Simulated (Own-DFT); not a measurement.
## Calculated data, GaN (wurtzite, strained, atoms displaced)

Computed with Own-DFT development build. A calculation, not a measurement: plane-wave PBE density functional theory by an unreviewed code, no spin, of a simulated periodic cell, stress positive in tension, free energy of the whole cell less one offset for each atom, forces on such cells passed a denser k mesh, this cell's mesh not checked; offsets are fitted by least squares, one for each functional and potential file, so energies compare only between cells with the same atoms and settings and are not formation energies; the far tail of each file's local potential was reset to the Coulomb form; each entry is a single point on an unrelaxed cell, so the pressure reflects the starting lattice, mostly measured values (interpolated for alloys), from which strain is counted, and rises with the displacements; printed positions are rounded, which can move forces by about a meV/angstrom; the program, named Own-DFT, is a retired in-house code; no spin-orbit coupling.

Common to all runs: functional PBE; potential files PseudoDojo norm-conserving, scalar-relativistic, standard set with the stringent files for Ga; wave cutoff 96 hartree; occupations Gaussian; smearing width 0.01 eV; k mesh 3 x 4 x 3 centred on Gamma.

(1) GaN (wurtzite, strained, atoms displaced)

```
GaN
1.0
     12.7560     0.0000     0.0000
     -4.7835     8.2853     0.0000
      0.0000     0.0000    10.4478
Ga N Ga N Ga N Ga N Ga N Ga N Ga N Ga N Ga N Ga N Ga N Ga N Ga N Ga N Ga N Ga N Ga N Ga N Ga N Ga N Ga N Ga N Ga N Ga N
2 2 2 2 2 2 2 2 2 2 2 2 2 2 2 2 2 2 2 2 2 2 2 2 2 2 2 2 2 2 2 2 2 2 2 2 2 2 2 2 2 2 2 2 2 2 2 2
Direct
  0.07737 0.21530 0.99644
  0.15885 0.11663 0.25374
  0.09187 0.22524 0.19427
  0.16202 0.10995 0.44008
  0.08018 0.22080 0.50628
  0.16790 0.10898 0.75111
  0.08714 0.22879 0.69509
  0.17445 0.11009 0.93301
  0.09057 0.55387 0.00464
  0.16859 0.44484 0.24951
  0.08206 0.55624 0.18912
  0.16222 0.44478 0.44215
  0.08277 0.56097 0.50501
  0.17086 0.44082 0.75106
  0.08264 0.55368 0.69571
  0.17071 0.44233 0.94911
  0.08794 0.88638 0.99592
  0.16739 0.77100 0.26401
  0.09245 0.90400 0.18648
  0.16574 0.78721 0.44403
  0.08323 0.89522 0.49831
  0.16008 0.76900 0.75449
  0.07350 0.89174 0.69456
  0.16841 0.77144 0.93015
  0.33447 0.21956 0.99537
  0.42568 0.12076 0.24929
  0.33798 0.23392 0.18687
  0.42062 0.10911 0.43558
  0.34039 0.23534 0.49729
  0.42054 0.11808 0.74780
  0.34297 0.22259 0.68966
  0.41271 0.09441 0.93903
  0.33640 0.55642 0.00080
  0.42075 0.44947 0.25054
  0.33420 0.55660 0.18691
  0.41072 0.43516 0.43271
  0.33098 0.55499 0.49587
  0.41784 0.44068 0.74413
  0.32887 0.55380 0.69507
  0.40879 0.44503 0.93383
  0.32801 0.89918 0.99955
  0.41901 0.78210 0.24358
  0.33036 0.87654 0.18555
  0.42358 0.79135 0.43889
  0.33245 0.89638 0.50010
  0.41252 0.78015 0.74655
  0.33061 0.89373 0.69012
  0.41896 0.78934 0.94370
  0.57614 0.21945 0.99714
  0.66438 0.10117 0.23957
  0.58003 0.22486 0.19222
  0.66854 0.11436 0.43540
  0.58069 0.21743 0.50041
  0.66779 0.11854 0.74944
  0.58543 0.21209 0.69248
  0.67184 0.11408 0.93706
  0.57994 0.55547 0.99104
  0.65490 0.44004 0.26195
  0.58265 0.55513 0.19056
  0.66533 0.45465 0.43864
  0.57637 0.54334 0.51232
  0.66453 0.44073 0.74817
  0.58305 0.55508 0.68584
  0.66085 0.44719 0.94093
  0.58177 0.88265 0.00896
  0.66952 0.78782 0.24287
  0.58754 0.89315 0.18258
  0.68124 0.79508 0.44193
  0.58546 0.88707 0.50258
  0.67287 0.78538 0.75025
  0.58199 0.88369 0.68467
  0.66121 0.77287 0.93847
  0.83432 0.22408 0.99565
  0.91655 0.10947 0.25075
  0.83551 0.21699 0.18588
  0.91902 0.11115 0.44654
  0.84139 0.22930 0.50515
  0.91336 0.11663 0.75288
  0.84537 0.23152 0.68682
  0.91766 0.10280 0.93350
  0.83317 0.55510 0.99800
  0.91806 0.43937 0.24974
  0.83073 0.54756 0.18810
  0.92223 0.44371 0.43860
  0.83042 0.55198 0.49779
  0.91730 0.43890 0.74393
  0.83237 0.55156 0.69110
  0.91560 0.44855 0.94434
  0.82874 0.89222 0.00453
  0.91201 0.77845 0.24920
  0.84223 0.88739 0.18981
  0.92141 0.77750 0.44153
  0.83622 0.88303 0.50116
  0.92022 0.77589 0.74731
  0.83525 0.88459 0.68291
  0.91408 0.77662 0.93994
```

Results for GaN (wurtzite, strained, atoms displaced): free energy of cell above offsets -4.003 eV; pressure 5.95 GPa; stress xx -7.01 GPa; stress yy -7.05 GPa; stress zz -3.79 GPa; stress yz 0.36 GPa; stress xz -0.76 GPa; stress xy 0.2 GPa.

Force:
| element | x (eV/Å) | y (eV/Å) | z (eV/Å) |
| --- | --- | --- | --- |
| Ga | 1.938 | 0.506 | 0.805 |
| Ga | 3.889 | -1.217 | 0.385 |
| N | -3.667 | 0.822 | -1.961 |
| N | 0.857 | 1.272 | 0.442 |
| Ga | 0.521 | 0.485 | 0.051 |
| Ga | -0.092 | 0.499 | -0.374 |
| N | -0.081 | -1.43 | -0.445 |
| N | -1.348 | -0.258 | 0.601 |
| Ga | -1.291 | 0.201 | -0.439 |
| Ga | -0.271 | 0.422 | 0.377 |
| N | 0.679 | -0.128 | 0.502 |
| N | 0.503 | 0.314 | -0.402 |
| Ga | 0.604 | 0.099 | 0.24 |
| Ga | -1.328 | 0.631 | 1.313 |
| N | 0.51 | -0.16 | -0.991 |
| N | -0.649 | -0.607 | -1.28 |
| Ga | -0.906 | -0.105 | 0.729 |
| Ga | -0.796 | 1.245 | -2.048 |
| N | -0.083 | -1.94 | 0.261 |
| N | 0.829 | -0.952 | 0.404 |
| Ga | -0.072 | -0.124 | 1.145 |
| Ga | -0.003 | 1.363 | -1.526 |
| N | 3.304 | 0.385 | -1.614 |
| N | -0.63 | 0.052 | 1.963 |
| Ga | -0.02 | 0.788 | 1.139 |
| Ga | -2.711 | -1.913 | 0.014 |
| N | 0.168 | -1.366 | -0.003 |
| N | -1.273 | 1.08 | 0.241 |
| Ga | -0.385 | -3.67 | 0.518 |
| Ga | 0.795 | -1.946 | 0.873 |
| N | -1.969 | 0.321 | -1.19 |
| N | -0.4 | 4.465 | -1.543 |
| Ga | -0.736 | 1.143 | 0.097 |
| Ga | -0.691 | -0.136 | -0.95 |
| N | 0.367 | 0.342 | 0.682 |
| N | 0.181 | 2.899 | 0.788 |
| Ga | -0.249 | 0.774 | 0.505 |
| Ga | -1.07 | 0.952 | 1.178 |
| N | 1.589 | 0.567 | -1.623 |
| N | 2.049 | -0.61 | -0.452 |
| Ga | 1.2 | -4.053 | 1.283 |
| Ga | 0.07 | -0.748 | 0.971 |
| N | -0.949 | 1.723 | 0.497 |
| N | -0.535 | -1.601 | -0.558 |
| Ga | 0.634 | -0.679 | 0.572 |
| Ga | 0.649 | 0.193 | 1.089 |
| N | -0.128 | -0.284 | -0.485 |
| N | -0.029 | -1.041 | -0.677 |
| Ga | 1.212 | 0.486 | 0.656 |
| Ga | -0.235 | 2.889 | 1.874 |
| N | 2.179 | -0.024 | -1.399 |
| N | 0.445 | 0.194 | 0.102 |
| Ga | 1.143 | 0.344 | -0.208 |
| Ga | 2.374 | -2.087 | 0.664 |
| N | -1.979 | 2.009 | -1.324 |
| N | -0.904 | -0.491 | 0.223 |
| Ga | -0.679 | -0.608 | 1.454 |
| Ga | 1.734 | 0.857 | -2.209 |
| N | -0.102 | 1.359 | -0.845 |
| N | 0.536 | -1.505 | 1.451 |
| Ga | -0.299 | 2.06 | -2.679 |
| Ga | 0.403 | 0.3 | 0.706 |
| N | 0.203 | 0.068 | 1.792 |
| N | 0.971 | -1.067 | -1.073 |
| Ga | -0.792 | 0.771 | -3.331 |
| Ga | 1.27 | -1.478 | 1.88 |
| N | -0.339 | -1.187 | 1.266 |
| N | -2.123 | -2.38 | -1.474 |
| Ga | 0.463 | 0.89 | -0.64 |
| Ga | -0.407 | -0.389 | -0.296 |
| N | -0.085 | 0.835 | 1.108 |
| N | 0.554 | 1.072 | -0.085 |
| Ga | 0.34 | 0.382 | 0.533 |
| Ga | 0.747 | 0.411 | 0.951 |
| N | -0.353 | -0.098 | -0.195 |
| N | -0.305 | -0.263 | -1.129 |
| Ga | -0.762 | -1.259 | -1.435 |
| Ga | 2.184 | -1.561 | -0.858 |
| N | -1.973 | -1.598 | 0.089 |
| N | -1.226 | 0.768 | 0.762 |
| Ga | -0.711 | 0.253 | 0.87 |
| Ga | -0.901 | 0.261 | -0.152 |
| N | -0.578 | 0.335 | 0.723 |
| N | -1.158 | 0.449 | -0.034 |
| Ga | 0.719 | 0.362 | 0.248 |
| Ga | -0.612 | 1.901 | 2.058 |
| N | -0.088 | -0.279 | -0.766 |
| N | 1.494 | -0.639 | -1.244 |
| Ga | 1.311 | -1.37 | -0.73 |
| Ga | 3.357 | -1.7 | 0.445 |
| N | -3.097 | 1.41 | -0.842 |
| N | -0.617 | -0.682 | -0.836 |
| Ga | 0.401 | 1.081 | 0.059 |
| Ga | -2.337 | -0.856 | 1.506 |
| N | -0.429 | 0.783 | 1.47 |
| N | 0.082 | 0.414 | -0.214 |

(2) GaN (wurtzite, strained, atoms displaced)

```
GaN
1.0
     12.7560     0.0000     0.0000
     -4.7835     8.2853     0.0000
      0.0000     0.0000    10.4478
Ga N Ga N Ga N Ga N Ga N Ga N Ga N Ga N Ga N Ga N Ga N Ga N Ga N Ga N Ga N Ga N Ga N Ga N Ga N Ga N Ga N Ga N Ga N Ga N
2 2 2 2 2 2 2 2 2 2 2 2 2 2 2 2 2 2 2 2 2 2 2 2 2 2 2 2 2 2 2 2 2 2 2 2 2 2 2 2 2 2 2 2 2 2 2 2
Direct
  0.08444 0.22898 0.00506
  0.16892 0.12160 0.25393
  0.08462 0.23428 0.18916
  0.16475 0.10937 0.43601
  0.09158 0.21891 0.50538
  0.16589 0.11175 0.74989
  0.08643 0.23123 0.68829
  0.17439 0.12056 0.93898
  0.09320 0.56162 0.99046
  0.16489 0.43221 0.24843
  0.08208 0.55201 0.18666
  0.17268 0.44805 0.43421
  0.08789 0.55393 0.49177
  0.16740 0.43746 0.75357
  0.08200 0.55201 0.67955
  0.16226 0.44042 0.94116
  0.08048 0.89773 0.00834
  0.16877 0.77173 0.25645
  0.07979 0.88470 0.19008
  0.15338 0.77169 0.43766
  0.08265 0.88622 0.50098
  0.17743 0.77390 0.75235
  0.08447 0.89497 0.69637
  0.17266 0.77962 0.93119
  0.33724 0.22627 0.00289
  0.41973 0.12598 0.25720
  0.32938 0.21821 0.17648
  0.41476 0.11109 0.43423
  0.34079 0.23689 0.49421
  0.41727 0.11507 0.75339
  0.32671 0.21739 0.69264
  0.41633 0.11120 0.94392
  0.33600 0.55463 0.00393
  0.41249 0.44377 0.24981
  0.33837 0.55609 0.18241
  0.41002 0.43033 0.42761
  0.33476 0.55123 0.50126
  0.42055 0.45159 0.75642
  0.33351 0.55450 0.68556
  0.41586 0.44906 0.93623
  0.33286 0.89031 0.00284
  0.41556 0.78581 0.25465
  0.34469 0.90230 0.19897
  0.41356 0.76837 0.43765
  0.34281 0.89711 0.50574
  0.41532 0.78283 0.75414
  0.33446 0.88977 0.69256
  0.41931 0.78159 0.93233
  0.58133 0.23816 0.00507
  0.66622 0.10916 0.25229
  0.58719 0.22895 0.19229
  0.66514 0.10619 0.42790
  0.57772 0.22213 0.49478
  0.66295 0.11108 0.74447
  0.58720 0.21725 0.68957
  0.66678 0.11529 0.93494
  0.58391 0.55722 0.00388
  0.66976 0.45341 0.24636
  0.58583 0.55788 0.18998
  0.66634 0.43601 0.43516
  0.58242 0.55063 0.50118
  0.66569 0.44026 0.75411
  0.57767 0.55999 0.68993
  0.66574 0.43960 0.93945
  0.58280 0.87790 0.00146
  0.66229 0.77423 0.25614
  0.58045 0.88525 0.19414
  0.66758 0.78841 0.43393
  0.58050 0.88430 0.49283
  0.66878 0.77907 0.75632
  0.57438 0.88562 0.68777
  0.66236 0.77809 0.94286
  0.83396 0.21679 0.99498
  0.90857 0.11491 0.24867
  0.83255 0.21835 0.18712
  0.91421 0.11296 0.43854
  0.83258 0.21740 0.50145
  0.91827 0.13022 0.75105
  0.83843 0.23403 0.68410
  0.91843 0.11723 0.94318
  0.84251 0.56248 0.99613
  0.91123 0.43405 0.25456
  0.82917 0.54262 0.18739
  0.91457 0.44234 0.43834
  0.83258 0.55848 0.50628
  0.91889 0.45570 0.75424
  0.82762 0.55497 0.67986
  0.90931 0.44554 0.93040
  0.83149 0.89190 0.99575
  0.91914 0.78284 0.24945
  0.83265 0.88519 0.19410
  0.91603 0.77442 0.44071
  0.82812 0.89366 0.50325
  0.91688 0.78292 0.75069
  0.83325 0.88758 0.68747
  0.91740 0.78068 0.94288
```

The calculation gives: free energy of cell above offsets -4.386 eV; pressure 5.9 GPa; stress xx -5.66 GPa; stress yy -6.12 GPa; stress zz -5.92 GPa; stress yz 0.56 GPa; stress xz 0.36 GPa; stress xy 1.03 GPa.

Force:
| element | x (eV/Å) | y (eV/Å) | z (eV/Å) |
| --- | --- | --- | --- |
| Ga | 0.742 | -1.051 | -0.259 |
| Ga | -0.312 | -1.375 | -1.083 |
| N | 0.062 | -3.83 | -0.578 |
| N | 1.249 | 0.087 | 0.376 |
| Ga | -2.228 | 0.834 | -0.738 |
| Ga | -0.424 | -0.017 | 0.869 |
| N | -0.008 | -1.83 | 0.075 |
| N | -1.341 | -0.585 | 0.256 |
| Ga | -2.14 | -0.132 | 1.647 |
| Ga | -0.381 | 4.045 | 0.709 |
| N | 0.366 | 0.084 | -0.279 |
| N | 0.164 | -1.05 | 0.179 |
| Ga | -1.118 | -0.555 | 0.705 |
| Ga | -0.415 | 1.907 | -0.418 |
| N | 0.558 | 0.464 | 1.232 |
| N | 1.449 | 0.578 | -0.906 |
| Ga | 1.32 | 0.068 | -1.063 |
| Ga | -0.522 | 0.457 | -1.067 |
| N | 1.106 | 1.16 | 0.265 |
| N | 2.6 | 0.727 | 0.34 |
| Ga | -0.898 | 0.266 | 0.904 |
| Ga | -2.605 | -0.399 | -1.17 |
| N | 0.567 | -1.194 | -1.027 |
| N | -0.909 | 0.324 | 1.604 |
| Ga | -0.338 | -0.115 | -1.963 |
| Ga | 0.606 | -0.62 | -2.101 |
| N | 0.111 | 0.783 | 3.133 |
| N | -0.378 | 0.116 | 1.586 |
| Ga | -0.636 | -4.252 | 2.483 |
| Ga | 0.04 | -0.051 | 0.227 |
| N | 1.529 | 1.508 | -1.233 |
| N | 0.023 | 0.387 | -0.724 |
| Ga | -0.897 | 0.735 | -1.104 |
| Ga | 0.948 | -0.019 | -1.576 |
| N | -1.115 | 0.467 | 1.314 |
| N | 0.468 | 3.778 | 0.654 |
| Ga | -0.394 | 0.071 | 0.029 |
| Ga | -1.134 | -1.055 | -0.93 |
| N | -0.125 | 0.174 | 0.68 |
| N | 1.033 | -0.285 | 0.937 |
| Ga | 0.797 | 0.199 | 0.657 |
| Ga | 1.071 | -1.27 | -0.5 |
| N | -1.947 | -0.549 | -1.296 |
| N | -0.412 | 0.765 | 0.424 |
| Ga | -1.175 | -1.386 | -0.512 |
| Ga | 0.715 | -1.084 | -0.89 |
| N | 0.43 | 1.16 | -1.122 |
| N | -0.449 | -0.731 | 1.905 |
| Ga | 1.64 | -3.047 | 0.515 |
| Ga | -0.335 | 0.233 | -1.84 |
| N | -0.636 | -0.292 | -0.206 |
| N | -0.552 | 0.33 | 2.605 |
| Ga | 1.807 | -0.432 | 0.663 |
| Ga | 1.985 | -0.837 | 1.301 |
| N | -2.769 | 1.249 | -1.302 |
| N | -0.063 | -0.662 | 0.536 |
| Ga | 0.158 | -0.343 | -0.24 |
| Ga | 0.521 | -0.93 | 0.662 |
| N | -1.063 | -0.345 | -0.154 |
| N | -0.953 | 1.469 | 0.365 |
| Ga | 0.2 | 0.618 | -0.369 |
| Ga | -0.297 | 0.268 | -0.671 |
| N | 1.757 | -0.417 | -0.473 |
| N | -0.389 | 2.739 | -0.584 |
| Ga | -2.253 | 2.605 | 0.725 |
| Ga | 0.55 | 0.675 | -1.357 |
| N | 0.227 | 0.114 | -0.96 |
| N | 0.587 | -2.187 | 1.366 |
| Ga | -0.636 | 0.766 | 1.31 |
| Ga | -0.994 | 0.495 | -1.003 |
| N | 1.784 | 0.408 | -0.672 |
| N | 2.058 | -0.746 | -0.875 |
| Ga | -2.302 | 1.207 | 0.711 |
| Ga | 2.228 | -1.296 | 0.892 |
| N | -1.283 | 0.44 | -1.026 |
| N | 1.343 | -0.062 | -0.027 |
| Ga | -0.745 | 1.08 | -0.491 |
| Ga | 0.926 | -1.438 | -0.106 |
| N | -0.995 | -0.634 | 0.651 |
| N | 1.051 | -0.799 | -1.177 |
| Ga | -1.389 | -0.733 | 1.571 |
| Ga | 0.212 | 1.124 | -0.463 |
| N | 0.524 | 1.802 | -0.566 |
| N | 0.178 | -0.151 | 0.326 |
| Ga | 0.592 | -0.579 | -2.378 |
| Ga | 0.071 | -0.228 | -2.166 |
| N | 0.218 | 0.491 | 3.001 |
| N | 2.257 | -0.292 | 1.211 |
| Ga | 0.333 | -0.181 | 1.406 |
| Ga | -0.165 | -1.559 | 0.807 |
| N | -0.837 | 0.72 | -1.153 |
| N | -0.999 | 0.817 | -0.194 |
| Ga | 1.508 | -0.311 | -0.667 |
| Ga | 0.641 | -0.412 | -0.124 |
| N | -0.878 | 1.118 | 0.881 |
| N | -0.477 | 0.43 | -0.913 |
